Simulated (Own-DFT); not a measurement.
# Computed records: SiC (2H silicon carbide, atoms displaced)

All values are calculated (Own-DFT development build). A calculation, not a measurement: plane-wave PBE density functional theory by an unreviewed code, no spin, of a simulated periodic cell, stress positive in tension, free energy of the whole cell less one offset for each atom, forces on such cells passed a denser k mesh, this cell's mesh not checked; offsets are fitted by least squares, one for each functional and potential file, so energies compare only between cells with the same atoms and settings and are not formation energies; the far tail of each file's local potential was reset to the Coulomb form; each entry is a single point on an unrelaxed cell, so the pressure reflects the starting lattice, mostly measured values (interpolated for alloys), from which strain is counted, and rises with the displacements; printed positions are rounded, which can move forces by about a meV/angstrom; the program, named Own-DFT, is a retired in-house code; no spin-orbit coupling.

Settings shared by all entries: functional PBE; potential files PseudoDojo norm-conserving, scalar-relativistic, standard set; wave cutoff 42 hartree; occupations Fermi-Dirac; smearing width 0.1 eV; hardware one NVIDIA H100; k mesh 4 x 4 x 3 centred on Gamma.

```json
{"entry": 1, "formula": "SiC", "kind": "2H silicon carbide, atoms displaced", "structure": {"cell_angstrom": [[9.2481, 0.0, 0.0], [-4.6241, 8.0091, 0.0], [0.0, 0.0, 10.0681]], "atoms_fractional": [["Si", 0.99896, 0.0044, 0.00164], ["Si", 0.11252, 0.22005, 0.2496], ["C", 0.00317, 0.0027, 0.18383], ["C", 0.11199, 0.22245, 0.43915], ["Si", 0.00033, 0.00436, 0.49561], ["Si", 0.10865, 0.2169, 0.75323], ["C", 0.99693, 0.99674, 0.68107], ["C", 0.11042, 0.22114, 0.93531], ["Si", 0.99742, 0.33044, 0.99912], ["Si", 0.11196, 0.54982, 0.24906], ["C", 0.9969, 0.3282, 0.18444], ["C", 0.11516, 0.55878, 0.43515], ["Si", 0.99878, 0.33531, 0.49639], ["Si", 0.11313, 0.55482, 0.74904], ["C", 0.99876, 0.33619, 0.68767], ["C", 0.10851, 0.55288, 0.94108], ["Si", 0.00264, 0.6671, 0.99814], ["Si", 0.11456, 0.89024, 0.25225], ["C", 0.00119, 0.6708, 0.18798], ["C", 0.11411, 0.88276, 0.43731], ["Si", 0.99411, 0.65957, 0.49912], ["Si", 0.10808, 0.88635, 0.75207], ["C", 0.01187, 0.6743, 0.6852], ["C", 0.11143, 0.89075, 0.93878], ["Si", 0.32918, 0.99709, 0.99632], ["Si", 0.44727, 0.22501, 0.25146], ["C", 0.33164, 0.99913, 0.18459], ["C", 0.4515, 0.22443, 0.42787], ["Si", 0.33442, 0.99943, 0.50191], ["Si", 0.44542, 0.22352, 0.75111], ["C", 0.32481, 0.99271, 0.68837], ["C", 0.44062, 0.21775, 0.9398], ["Si", 0.32983, 0.33477, 0.00436], ["Si", 0.44282, 0.55893, 0.24886], ["C", 0.32565, 0.32994, 0.18699], ["C", 0.43956, 0.55618, 0.43236], ["Si", 0.34021, 0.33669, 0.49957], ["Si", 0.45461, 0.55807, 0.74622], ["C", 0.33126, 0.33828, 0.69043], ["C", 0.4478, 0.55424, 0.94053], ["Si", 0.33961, 0.66925, 0.99972], ["Si", 0.44252, 0.88669, 0.25148], ["C", 0.33977, 0.66436, 0.18933], ["C", 0.4376, 0.88623, 0.42985], ["Si", 0.33818, 0.66949, 0.50112], ["Si", 0.44776, 0.88911, 0.7474], ["C", 0.33467, 0.67567, 0.68671], ["C", 0.43878, 0.88793, 0.93864], ["Si", 0.66842, 0.00642, 0.99877], ["Si", 0.78011, 0.22363, 0.25359], ["C", 0.66832, 0.99971, 0.18952], ["C", 0.78044, 0.22901, 0.44071], ["Si", 0.66524, 0.00157, 0.49844], ["Si", 0.77145, 0.21789, 0.74788], ["C", 0.67348, 0.00498, 0.68681], ["C", 0.77446, 0.22365, 0.94257], ["Si", 0.66924, 0.33503, 0.00214], ["Si", 0.77843, 0.56305, 0.2479], ["C", 0.66377, 0.33216, 0.19014], ["C", 0.783, 0.56062, 0.44302], ["Si", 0.67183, 0.33296, 0.4978], ["Si", 0.77937, 0.55396, 0.75293], ["C", 0.66777, 0.33238, 0.6881], ["C", 0.78021, 0.55432, 0.94037], ["Si", 0.6673, 0.66898, 0.00137], ["Si", 0.78749, 0.89089, 0.25335], ["C", 0.66217, 0.66558, 0.18959], ["C", 0.77575, 0.88351, 0.42954], ["Si", 0.6686, 0.66642, 0.49592], ["Si", 0.77218, 0.88347, 0.74822], ["C", 0.66918, 0.66358, 0.68863], ["C", 0.77668, 0.88547, 0.93828]]}, "results": {"free_energy_of_cell_above_offsets [eV]": "-10.046", "pressure [GPa]": 3.94, "stress_xx [GPa]": -2.34, "stress_yy [GPa]": -3.21, "stress_zz [GPa]": -6.28, "stress_yz [GPa]": 0.15, "stress_xz [GPa]": 0.29, "stress_xy [GPa]": -0.21, "force_element": ["Si", "Si", "C", "C", "Si", "Si", "C", "C", "Si", "Si", "C", "C", "Si", "Si", "C", "C", "Si", "Si", "C", "C", "Si", "Si", "C", "C", "Si", "Si", "C", "C", "Si", "Si", "C", "C", "Si", "Si", "C", "C", "Si", "Si", "C", "C", "Si", "Si", "C", "C", "Si", "Si", "C", "C", "Si", "Si", "C", "C", "Si", "Si", "C", "C", "Si", "Si", "C", "C", "Si", "Si", "C", "C", "Si", "Si", "C", "C", "Si", "Si", "C", "C"], "force_x [eV/angstrom]": [0.641, -0.91, 0.215, 0.069, 0.935, -0.655, -0.146, -0.355, 0.007, -0.486, 0.37, -0.197, 1.187, -0.272, 0.335, 1.003, -0.306, 0.075, 0.461, -1.317, 1.797, -0.305, -1.372, -0.832, 0.179, -0.656, 0.503, -0.563, -0.56, -0.575, 1.301, 0.114, 0.931, 1.023, 1.293, 1.435, -0.676, -2.152, 1.082, -0.388, -0.709, 0.181, -2.155, 1.244, -1.106, -0.947, 1.685, 1.405, -0.193, -0.651, 0.112, 0.761, 0.227, 1.129, -0.873, 0.714, -1.182, 0.771, 0.769, -1.046, -1.565, 0.999, -0.637, -0.557, 0.489, -1.717, 0.678, -0.173, -0.6, 1.199, 0.052, -0.536], "force_y [eV/angstrom]": [-0.962, 0.146, -0.483, 0.457, -1.45, 0.629, 0.092, 0.234, 0.297, 0.949, 0.373, -0.802, 0.477, 0.384, -0.854, 0.328, 0.28, -0.061, -0.732, 1.055, 1.807, 0.55, -1.923, -0.381, 0.507, -0.866, 0.236, -0.165, -0.015, -0.521, 1.789, 1.139, -0.595, -1.362, 0.956, 0.017, -0.505, -0.159, -0.798, 0.315, -0.688, 0.513, 0.721, 0.728, -0.168, 0.735, -1.587, 0.309, -1.499, -0.444, 0.092, -1.434, -0.44, 1.631, -1.556, -0.103, -0.442, -1.168, 0.985, -1.42, 0.901, 0.344, -0.014, 0.421, -0.691, -0.19, 0.688, 1.252, -0.219, 0.85, 0.455, 1.058], "force_z [eV/angstrom]": [-0.86, 0.286, 1.278, -0.583, 0.18, -1.599, 1.319, 0.86, -0.222, -0.475, 0.9, 0.465, 1.027, 0.443, -0.009, -0.647, 0.723, -0.63, -0.163, 0.218, 0.295, -0.49, 0.683, -0.354, 0.921, -2.273, 0.453, 3.351, -0.731, 0.015, -0.031, -0.172, -1.105, -0.049, 0.708, 1.364, -0.105, 1.179, -0.711, -0.897, 0.154, -1.907, -0.858, 2.593, -0.539, 0.774, 0.084, -0.682, 0.875, -0.971, 0.161, -0.723, -0.822, 1.001, -0.404, -1.546, 0.276, 0.434, -0.057, -1.455, 0.491, -0.44, -0.365, -0.258, 0.233, -2.464, -0.244, 2.686, 0.477, 0.293, -0.969, -0.392], "wall_time [s]": 376.5}}
{"entry": 2, "formula": "SiC", "kind": "2H silicon carbide, atoms displaced", "structure": {"cell_angstrom": [[9.2481, 0.0, 0.0], [-4.6241, 8.0091, 0.0], [0.0, 0.0, 10.0681]], "atoms_fractional": [["Si", 0.0033, 0.00216, 0.998], ["Si", 0.1118, 0.21929, 0.2497], ["C", 0.00444, 0.99914, 0.18429], ["C", 0.10941, 0.2212, 0.44089], ["Si", 0.00709, 0.00758, 0.49639], ["Si", 0.11306, 0.22441, 0.74671], ["C", 0.99254, 0.99491, 0.69016], ["C", 0.10709, 0.2209, 0.9356], ["Si", 0.99804, 0.33405, 0.00159], ["Si", 0.10629, 0.5514, 0.25335], ["C", 0.00593, 0.33916, 0.18657], ["C", 0.10973, 0.55241, 0.43162], ["Si", 0.00169, 0.33347, 0.49508], ["Si", 0.10918, 0.55869, 0.7519], ["C", 0.98933, 0.33587, 0.6844], ["C", 0.11059, 0.55689, 0.93948], ["Si", 0.99386, 0.66136, 0.99896], ["Si", 0.1153, 0.88899, 0.24801], ["C", 0.00379, 0.66594, 0.19259], ["C", 0.11317, 0.8938, 0.43554], ["Si", 0.00131, 0.66714, 0.50347], ["Si", 0.11163, 0.8895, 0.74816], ["C", 0.99964, 0.66526, 0.6884], ["C", 0.1165, 0.89105, 0.93841], ["Si", 0.33484, 0.99829, 0.99928], ["Si", 0.44239, 0.22119, 0.2532], ["C", 0.3352, 0.99781, 0.18855], ["C", 0.44328, 0.21859, 0.43518], ["Si", 0.33391, 0.99014, 0.50033], ["Si", 0.43783, 0.22106, 0.75054], ["C", 0.33984, 0.00692, 0.67903], ["C", 0.4456, 0.22592, 0.93244], ["Si", 0.33002, 0.33543, 0.00077], ["Si", 0.43929, 0.55061, 0.24822], ["C", 0.33054, 0.32724, 0.1859], ["C", 0.44381, 0.56109, 0.43801], ["Si", 0.33142, 0.33662, 0.49812], ["Si", 0.439, 0.55121, 0.74579], ["C", 0.33118, 0.33331, 0.69053], ["C", 0.44673, 0.56091, 0.93383], ["Si", 0.3393, 0.66778, 0.00143], ["Si", 0.44253, 0.88778, 0.2521], ["C", 0.34249, 0.6689, 0.19121], ["C", 0.44275, 0.88745, 0.43587], ["Si", 0.33454, 0.66261, 0.50113], ["Si", 0.44832, 0.89298, 0.75239], ["C", 0.33289, 0.6618, 0.68493], ["C", 0.44338, 0.89005, 0.94521], ["Si", 0.6662, 0.99595, 0.00317], ["Si", 0.77753, 0.22539, 0.25045], ["C", 0.66461, 0.00055, 0.19157], ["C", 0.77538, 0.22347, 0.43638], ["Si", 0.66507, 0.99328, 0.4992], ["Si", 0.77632, 0.22629, 0.74726], ["C", 0.66408, 0.99777, 0.68467], ["C", 0.77726, 0.22471, 0.93351], ["Si", 0.6635, 0.33156, 4e-05], ["Si", 0.77972, 0.56047, 0.25072], ["C", 0.66639, 0.33473, 0.18844], ["C", 0.76799, 0.55237, 0.44336], ["Si", 0.65919, 0.32856, 0.48902], ["Si", 0.77795, 0.55424, 0.75221], ["C", 0.66533, 0.32856, 0.68682], ["C", 0.77972, 0.56005, 0.93427], ["Si", 0.66641, 0.66836, 0.99829], ["Si", 0.77051, 0.8822, 0.24337], ["C", 0.66661, 0.66911, 0.18809], ["C", 0.77357, 0.88142, 0.4418], ["Si", 0.66903, 0.67077, 0.50403], ["Si", 0.77539, 0.89069, 0.75255], ["C", 0.67151, 0.67105, 0.68423], ["C", 0.77342, 0.8815, 0.94055]]}, "results": {"free_energy_of_cell_above_offsets [eV]": "-10.067", "pressure [GPa]": 4.02, "stress_xx [GPa]": -3.16, "stress_yy [GPa]": -2.85, "stress_zz [GPa]": -6.04, "stress_yz [GPa]": -0.18, "stress_xz [GPa]": -0.04, "stress_xy [GPa]": 1.08, "force_element": ["Si", "Si", "C", "C", "Si", "Si", "C", "C", "Si", "Si", "C", "C", "Si", "Si", "C", "C", "Si", "Si", "C", "C", "Si", "Si", "C", "C", "Si", "Si", "C", "C", "Si", "Si", "C", "C", "Si", "Si", "C", "C", "Si", "Si", "C", "C", "Si", "Si", "C", "C", "Si", "Si", "C", "C", "Si", "Si", "C", "C", "Si", "Si", "C", "C", "Si", "Si", "C", "C", "Si", "Si", "C", "C", "Si", "Si", "C", "C", "Si", "Si", "C", "C"], "force_x [eV/angstrom]": [-0.087, -0.656, -0.988, 0.304, -1.029, -1.813, 1.079, 0.178, 0.103, 1.338, -0.384, 0.049, -1.573, 0.72, 2.452, 0.537, 0.97, -0.346, -0.942, 0.426, -0.737, 0.152, -0.051, -0.64, -0.625, 0.549, -0.25, -1.371, -1.101, 1.611, -0.622, -0.565, 0.495, 0.947, -0.017, 1.189, 1.119, 1.238, 0.049, 0.107, -1.335, 0.508, -1.736, 0.73, -1.431, -0.413, -1.008, 0.89, -0.287, 0.553, 0.368, 0.837, -0.371, -0.026, 0.225, 0.198, 0.245, -0.051, -0.3, 1.42, 0.82, -0.478, -1.627, -0.497, 0.253, 0.83, -0.026, 0.69, -0.272, -0.033, -0.705, 0.218], "force_y [eV/angstrom]": [-0.564, 0.038, -0.243, 0.871, -2.357, -0.57, 1.313, 0.628, -0.011, 1.18, -1.553, 0.606, 0.092, -0.779, 0.201, -0.035, 1.286, -0.073, 0.026, -0.912, -0.37, 0.166, 0.728, -0.629, 1.011, -0.366, 0.553, -0.259, 1.622, 0.559, -1.424, -0.647, -0.287, 0.461, 0.754, -1.317, -0.215, 1.23, -0.198, -1.0, -0.103, -0.011, -0.615, -0.769, 0.766, -0.687, 0.947, -0.269, 1.105, -0.361, 0.273, -0.782, 0.958, -1.244, 0.562, -0.748, 0.518, -0.433, 0.243, 0.65, 0.682, -0.291, 0.922, -0.945, -1.064, 1.72, -1.632, 1.926, -1.177, -0.578, -0.942, 1.861], "force_z [eV/angstrom]": [-0.168, -0.209, 0.64, -1.204, 1.213, 0.32, -0.65, 0.202, -0.895, -1.432, 0.471, 2.125, 0.941, -0.36, 0.005, 0.013, 0.623, 0.173, -1.051, 0.467, -1.123, 0.047, 0.207, -0.356, 0.517, -1.104, -0.304, 0.59, -1.183, -1.026, 2.362, 1.582, -1.025, 0.603, 0.542, -0.281, 0.387, 0.458, -1.285, 0.453, 0.301, -0.378, -0.747, 0.607, -0.732, -0.358, 0.901, -1.572, -0.274, -0.246, -0.56, -0.144, -0.343, -0.027, 0.943, 1.189, -0.46, 0.586, -0.172, -1.225, 2.454, -1.604, -0.558, 1.217, 0.333, 1.767, -0.776, -1.724, -0.665, -0.46, 1.831, -0.389], "wall_time [s]": 366.7}}
{"entry": 3, "formula": "SiC", "kind": "2H silicon carbide, atoms displaced", "structure": {"cell_angstrom": [[9.2481, 0.0, 0.0], [-4.6241, 8.0091, 0.0], [0.0, 0.0, 10.0681]], "atoms_fractional": [["Si", 0.99358, 0.99919, 0.00055], ["Si", 0.10997, 0.21858, 0.24166], ["C", 0.99813, 0.99459, 0.18594], ["C", 0.10365, 0.21971, 0.439], ["Si", 0.0003, 0.00633, 0.50069], ["Si", 0.1114, 0.21968, 0.75071], ["C", 0.00393, 0.00253, 0.68719], ["C", 0.10996, 0.21624, 0.93935], ["Si", 0.99368, 0.32941, 0.995], ["Si", 0.10646, 0.55041, 0.25084], ["C", 0.00143, 0.33436, 0.19234], ["C", 0.10974, 0.55576, 0.43472], ["Si", 0.00545, 0.3404, 0.49697], ["Si", 0.10691, 0.55699, 0.74861], ["C", 0.00354, 0.33351, 0.68884], ["C", 0.10905, 0.55521, 0.93689], ["Si", 0.99416, 0.66698, 0.00389], ["Si", 0.11254, 0.88665, 0.25085], ["C", 0.00042, 0.66281, 0.19262], ["C", 0.10914, 0.89121, 0.43899], ["Si", 0.99618, 0.66802, 0.49342], ["Si", 0.11512, 0.89391, 0.75337], ["C", 0.00032, 0.66342, 0.69006], ["C", 0.10458, 0.88805, 0.93613], ["Si", 0.33489, 0.99983, 0.99927], ["Si", 0.4484, 0.22273, 0.24769], ["C", 0.34099, 0.00447, 0.18409], ["C", 0.4441, 0.21975, 0.43393], ["Si", 0.34169, 0.00195, 0.50755], ["Si", 0.44204, 0.22099, 0.74831], ["C", 0.33495, 0.00714, 0.68741], ["C", 0.44076, 0.22171, 0.93776], ["Si", 0.33011, 0.33448, 0.0005], ["Si", 0.44634, 0.55637, 0.25087], ["C", 0.33797, 0.33291, 0.18838], ["C", 0.43952, 0.55126, 0.43632], ["Si", 0.33252, 0.33368, 0.49971], ["Si", 0.44121, 0.55818, 0.74754], ["C", 0.33022, 0.32592, 0.6872], ["C", 0.44547, 0.55684, 0.9362], ["Si", 0.33483, 0.66287, 0.0033], ["Si", 0.43843, 0.88657, 0.24786], ["C", 0.33678, 0.66672, 0.18623], ["C", 0.43823, 0.88305, 0.4372], ["Si", 0.33023, 0.66477, 0.50113], ["Si", 0.44615, 0.88698, 0.74553], ["C", 0.33081, 0.66677, 0.68022], ["C", 0.44811, 0.89325, 0.93441], ["Si", 0.65966, 0.99752, 0.99722], ["Si", 0.77956, 0.22026, 0.24853], ["C", 0.66949, 0.00386, 0.18813], ["C", 0.77651, 0.22476, 0.43653], ["Si", 0.67006, 0.99888, 0.49563], ["Si", 0.78314, 0.22626, 0.74953], ["C", 0.66534, 0.9979, 0.68575], ["C", 0.77439, 0.21925, 0.93855], ["Si", 0.66202, 0.32645, 0.00051], ["Si", 0.77848, 0.56099, 0.24737], ["C", 0.66091, 0.33255, 0.19065], ["C", 0.77743, 0.55055, 0.43612], ["Si", 0.6696, 0.33378, 0.50225], ["Si", 0.77372, 0.55347, 0.74946], ["C", 0.66411, 0.33069, 0.68183], ["C", 0.78103, 0.55104, 0.94062], ["Si", 0.66834, 0.6668, 0.00306], ["Si", 0.77644, 0.89077, 0.25189], ["C", 0.66925, 0.66974, 0.19332], ["C", 0.78416, 0.89661, 0.43843], ["Si", 0.66671, 0.66483, 0.50482], ["Si", 0.77633, 0.8875, 0.74796], ["C", 0.66195, 0.66236, 0.68648], ["C", 0.77873, 0.88704, 0.93788]]}, "results": {"free_energy_of_cell_above_offsets [eV]": "-10.583", "pressure [GPa]": 3.8, "stress_xx [GPa]": -2.66, "stress_yy [GPa]": -3.01, "stress_zz [GPa]": -5.73, "stress_yz [GPa]": 0.16, "stress_xz [GPa]": -0.21, "stress_xy [GPa]": 0.3, "force_element": ["Si", "Si", "C", "C", "Si", "Si", "C", "C", "Si", "Si", "C", "C", "Si", "Si", "C", "C", "Si", "Si", "C", "C", "Si", "Si", "C", "C", "Si", "Si", "C", "C", "Si", "Si", "C", "C", "Si", "Si", "C", "C", "Si", "Si", "C", "C", "Si", "Si", "C", "C", "Si", "Si", "C", "C", "Si", "Si", "C", "C", "Si", "Si", "C", "C", "Si", "Si", "C", "C", "Si", "Si", "C", "C", "Si", "Si", "C", "C", "Si", "Si", "C", "C"], "force_x [eV/angstrom]": [1.161, 0.318, -0.114, 1.192, 0.937, -0.162, -0.716, -0.925, 0.906, 1.07, -0.104, 0.028, -0.856, 1.119, -0.24, 0.253, 1.67, 0.103, -0.443, 0.705, 0.742, -0.375, -1.397, 0.879, -0.892, -0.791, -1.157, 0.033, -1.65, 0.601, 0.81, 0.238, 0.805, -0.114, -0.924, 0.476, 0.021, 0.246, -0.387, 0.115, -0.997, 1.149, -0.707, 0.912, 0.096, -0.72, -0.112, -0.847, 1.624, -1.025, -0.535, 0.886, -1.248, -0.696, 0.435, -0.056, -0.352, 0.419, 1.919, -0.96, -0.791, 0.872, 0.263, -1.749, 0.093, 0.476, -0.57, -0.295, -0.112, 0.455, 0.18, -1.19], "force_y [eV/angstrom]": [-0.357, 0.244, 0.242, 1.144, -0.69, 0.249, -0.778, 0.995, 0.734, 0.718, -0.732, 0.601, -1.362, -0.433, 0.28, 0.167, 0.07, 0.708, 0.669, 0.271, 0.097, -1.116, 1.132, 0.162, -0.123, -0.402, -0.972, 0.352, -0.118, 0.722, -1.586, 0.08, -0.223, -0.451, 0.211, 0.928, -1.179, -1.104, 1.586, -0.157, 0.668, 0.469, -0.388, 0.65, -0.117, 0.548, -0.1, -1.557, 0.189, 0.893, -1.102, -0.44, 0.569, -0.83, 0.549, -0.094, 0.768, -1.499, 0.758, 0.925, -0.515, -0.089, 0.338, -0.146, -0.336, 0.257, 0.083, -1.785, 0.122, 0.179, 0.561, -0.109], "force_z [eV/angstrom]": [-0.112, 1.683, 0.258, -1.083, 0.047, -0.024, 0.291, -0.199, 1.028, -0.297, -1.805, 0.533, 0.482, 0.418, -0.282, 0.48, -0.583, 0.064, -0.874, 0.028, 1.351, -1.052, -1.069, 1.174, -0.555, 0.801, 0.383, 1.02, -2.235, 0.578, 0.996, -0.343, -0.091, 0.004, -0.335, 0.689, -0.514, 0.06, 0.125, 0.165, -1.25, 0.47, 0.642, 0.004, -1.656, 0.316, 1.962, -0.01, 0.591, 0.57, -0.384, 0.247, 0.429, -0.483, -0.034, -0.512, 0.361, 0.904, -1.041, 0.174, -1.745, 0.193, 2.056, -0.345, -0.405, -0.177, -0.939, 0.015, -1.911, 0.166, 0.868, -0.278], "wall_time [s]": 366.4}}
```
